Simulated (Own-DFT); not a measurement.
# Strain and stress in hcp Hf, 36 atoms (Hf36)

All numbers below are calculated, not measured. They come from Own-DFT, an in-house plane-wave density functional program, since retired, whose code no person has reviewed. Each row is one single-point run on a periodic cell that was not relaxed, without spin or spin-orbit coupling.

Settings of every run: PBE; PseudoDojo norm-conserving scalar-relativistic files; cutoff 42 hartree; 4 x 4 x 4 k mesh centred on Gamma; cold (Marzari-Vanderbilt) smearing of 0.2 eV.

Known limits: hafnium file: forces about 75 meV/angstrom off all-electron values; forces on such cells passed a denser k mesh, each cell not checked; stress not checked against mesh or cutoff.

Unstrained cell vectors in Å: (9.589, 0.000, 0.000); (-4.795, 8.304, 0.000); (0.000, 0.000, 10.102). The unstrained cell has measured lattice constants (interpolated for alloys), not those of this functional. That, the random moves and any unrelaxed bonds set the pressure at no strain. Each run strains this cell uniformly, with the atoms carried along. Every atom was also moved at random, by a Gaussian of width 0.05 Å on each axis. Strain is the symmetric tensor, in per cent. Stress is positive in tension, and the pressure is minus a third of its trace.

```
run  e_xx (%)  e_yy (%)  e_zz (%)  e_yz (%)  e_xz (%)  e_xy (%)  s_xx (GPa)  s_yy (GPa)  s_zz (GPa)  s_yz (GPa)  s_xz (GPa)  s_xy (GPa)  P (GPa)  E (meV/atom)
  1      0.53      0.53      0.62      0.34      0.39     -1.17        0.43        0.34        0.38        0.45        0.36       -1.48    -0.38           2.2
  2     -0.91      0.88     -0.56      0.91     -1.48     -0.30       -2.96       -0.65       -2.91        0.86       -1.52       -0.31     2.17           7.1
  3     -1.01      0.93      1.74      1.92      0.94      1.01       -1.84        1.13        1.50        1.89        0.77        1.22    -0.26          19.1
  4      0.70      0.19     -1.48      1.96      0.65     -0.38       -0.72       -1.43       -4.13        2.06        0.64       -0.50     2.10           4.0
  5     -0.54      1.70     -1.03      0.51      1.81     -1.79       -2.04        0.31       -3.27        0.59        1.98       -2.19     1.67          22.6
  6      1.69     -0.51     -0.51     -1.52      1.87      1.34        0.49       -1.44       -1.96       -1.63        1.94        2.08     0.97          23.0
  7     -1.79     -1.29     -1.50      1.11     -0.93      1.40       -7.20       -6.54       -7.48        1.17       -1.04        2.10     7.07          32.6
  8      1.77     -0.54     -1.66      0.30      1.60     -0.84        0.49       -2.38       -4.17        0.35        1.59       -1.24     2.02           7.2
  9     -1.20     -0.07     -1.06     -1.65     -1.63     -1.80       -4.67       -3.05       -5.12       -1.76       -1.85       -2.77     4.28          23.8
 10      0.55      0.44      1.21     -1.44     -1.64     -0.16        0.96        0.79        1.52       -1.42       -1.57       -0.28    -1.09           0.0
 11     -0.52     -0.41      1.86     -0.08     -0.96     -1.94       -1.27       -1.26        1.55       -0.10       -0.86       -2.80     0.33           6.1
 12      0.43      1.87     -0.85     -0.91     -1.24     -0.48        0.25        1.86       -1.85       -0.88       -1.28       -0.45    -0.09           3.0
 13      0.55     -0.66     -0.94      1.42     -1.92      1.10       -1.45       -3.16       -4.13        1.57       -2.02        1.79     2.91          23.0
 14     -0.18     -0.98     -1.10      1.35      0.54      0.67       -3.39       -4.04       -5.01        1.28        0.58        0.94     4.15          16.5
 15     -1.73      1.47     -0.70      0.86     -1.12      1.24       -4.63       -0.18       -3.43        0.85       -1.26        1.82     2.75          23.8
 16     -0.55     -0.09     -1.01      1.58     -1.86      0.46           ?           ?           ?           ?           ?           ?        ?             ?
```

E is the free energy for each atom above the lowest run shown.

## Worked fit

Each stress component was fitted by least squares to a constant and the strains of the runs shown, as fractions, with shears doubled. Shear strains stay in the fit of a normal stress only where such slopes are resolved. The slopes, in GPa:

| stress | at no strain | per e_xx | per e_yy | per e_zz | scatter |
|---|---|---|---|---|---|
| s_xx | -1.6 | 208 ± 3 | 73 ± 3 | 70 ± 3 | 0.11 |
| s_yy | -1.4 | 73 ± 5 | 192 ± 6 | 75 ± 5 | 0.21 |
| s_zz | -1.8 | 82 ± 4 | 77 ± 4 | 210 ± 4 | 0.16 |

Also, s_xx gains 6 ± 1 per 2 e_yz; s_xx gains -6 ± 1 per 2 e_xz; s_xx gains -8 ± 1 per 2 e_xy.

Each shear stress against twice its own strain: yz 52 ± 1, xz 51 ± 1, xy 72 ± 2 GPa. These are stiffnesses along x, y and z of the frame in which the cell vectors are given, which need not be the crystal's axes. The atoms are held to the strained lattice; where symmetry lets them move under strain, relaxing them would lower some slopes. The table should be nearly symmetric about its diagonal, and what it lacks of that shows the noise. A ninth of its sum, 118 ± 2 GPa, estimates the bulk modulus near the mean pressure of these runs, 1.9 GPa, so it lies above the value at zero pressure.

## Withheld run

Question: what normal stresses and pressure should run 16 give?

The fit gives s_xx = -3.2, s_yy = -2.7, s_zz = -4.5 and P = 3.5 GPa. The calculation gave -3.11, -2.71, -4.34 and P = 3.39 GPa.
